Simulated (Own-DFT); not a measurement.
# Shaking the atoms of rutile TiO2, 72 atoms (O48Ti24)

These are calculations, not measurements. They come from Own-DFT, an in-house plane-wave density functional program, since retired, whose code no person has reviewed. Each row is one single-point run on a periodic cell that was not relaxed, without spin or spin-orbit coupling.

Settings of every run: PBE; PseudoDojo norm-conserving scalar-relativistic files; cutoff 72 hartree; 3 x 3 x 3 k mesh centred on Gamma; Fermi-Dirac smearing of 0.1 eV.

Known limits: oxygen file: force components 24 meV/angstrom off all-electron in a glass; forces on such cells passed a denser k mesh, each cell not checked; stress not checked against mesh or cutoff.

Cell vectors in Å: (9.187, 0.000, 0.000); (0.000, 9.187, 0.000); (0.000, 0.000, 8.876). In each run every atom was moved at random and independently from its ideal site; u is the rms move along one axis. E is the free energy for each atom above the fitted value at u = 0, and F the rms of the force components.

```
run   u (Å)  E (meV/atom)  F (eV/Å)  largest force (eV/Å)  P (GPa)
  1  0.0188           7.3     0.324                  1.30     4.79
  2  0.0203           9.8     0.428                  1.73     4.93
  3  0.0465          43.2     0.848                  4.00     6.00
  4  0.0467          42.5     0.809                  3.81     6.15
  5  0.0766             ?         ?                     ?        ?
  6  0.0792         147.5     1.952                  9.85    11.11
  7  0.1152         294.0     2.598                  9.91    17.88
```

## Worked fit

For small independent moves the energy grows as E = (3/2) K u², with K the mean stiffness felt by one atom. The runs with u up to 0.11 Å give K = 14.3 ± 0.9 eV/Å², with residuals divided by u² + 0.0006 Å², since the noise grows with the moves. The scatter is 5.1 meV/atom at u = 0.05 Å. The forces follow F = G u with G = 19.9 eV/Å²; no force at u = 0 is resolved. G exceeds K because the moves of its neighbours add to the force on an atom, and stiffness differs between atoms. The pressure follows P = 4.16 + 1069 u² GPa: at fixed volume, shortened bonds push harder than stretched ones pull.

## Withheld run

Question: what energy and rms force should run 5 give?

The fit gives 126 ± 13 meV/atom and about 1.53 eV/Å. The calculation gave 121.4 meV/atom and 1.628 eV/Å.
